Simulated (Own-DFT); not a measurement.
# What a defect does to the pressure of its cell: C11b WSi2

The numbers are computed, not measured, by runs of the plane-wave DFT program Own-DFT (in-house, retired, unreviewed) at fixed positions, with no spin and no spin-orbit coupling.

Method: PBE; PseudoDojo norm-conserving scalar-relativistic files; cutoff 50 hartree; 5 x 5 x 5 k mesh centred on Gamma; cold (Marzari-Vanderbilt) smearing of 0.2 eV.

Keep in mind: forces on such cells failed a check on a denser k mesh; stress not checked against mesh or cutoff.

All runs share one cell, with vectors in Å (-2.148, -5.953, 3.409); (-6.444, 2.976, 1.136); (-2.553, -2.948, -6.757) and a volume of 403.2 Å³. Atoms were moved at random from their sites; u is the rms move along one axis. The defect's site can differ from row to row.

| cell | formula | u (Å) | P (GPa) |
|---|---|---|---|
| no defect | Si20W10 | 0.0184 | 4.46 |
| no defect | Si20W10 | 0.0423 | 5.90 |
| no defect | Si20W10 | 0.0495 | 6.03 |
| one Si vacancy | Si19W10 | 0.0323 | 3.17 |
| one Si vacancy | Si19W10 | 0.0418 | 4.22 |
| one Si vacancy | Si19W10 | 0.0514 | 4.06 |
| one W on a Si site | Si19W11 | 0.0299 | 9.96 |
| one W on a Si site | Si19W11 | 0.0305 | 9.60 |
| one W on a Si site | Si19W11 | 0.0473 | 10.32 |
| one Si on a W site | Si21W9 | 0.0266 | 6.00 |
| one Si on a W site | Si21W9 | 0.0328 | ? |
| one Si on a W site | Si21W9 | 0.0520 | 7.58 |
| one Si on a W site | Si21W9 | 0.0529 | 8.05 |

## Analysis

P = P0 + c u² + a shift for each defect gives P0 = 4.36 GPa, c = 722 ± 121 GPa/Å² and a scatter of 0.33 GPa. The shifts, and each times the cell's volume:

- one W on a Si site: 4.62 ± 0.27 GPa, 11.6 eV
- one Si on a W site: 1.36 ± 0.28 GPa, 3.4 eV
- one Si vacancy: -1.85 ± 0.27 GPa, -4.7 eV

Against the defect-free cell, a freed cell would be larger where the shift is positive and smaller where it is negative (160.2 GPa Å³ is 1 eV). The atoms around the defects weren't relaxed, which would change these numbers.

## The run left out

Q: what pressure belongs in the blank (one Si on a W site, u = 0.0328 Å)?

The fitted form gives 6.49 ± 0.40 GPa. DFT gave 6.07 GPa.
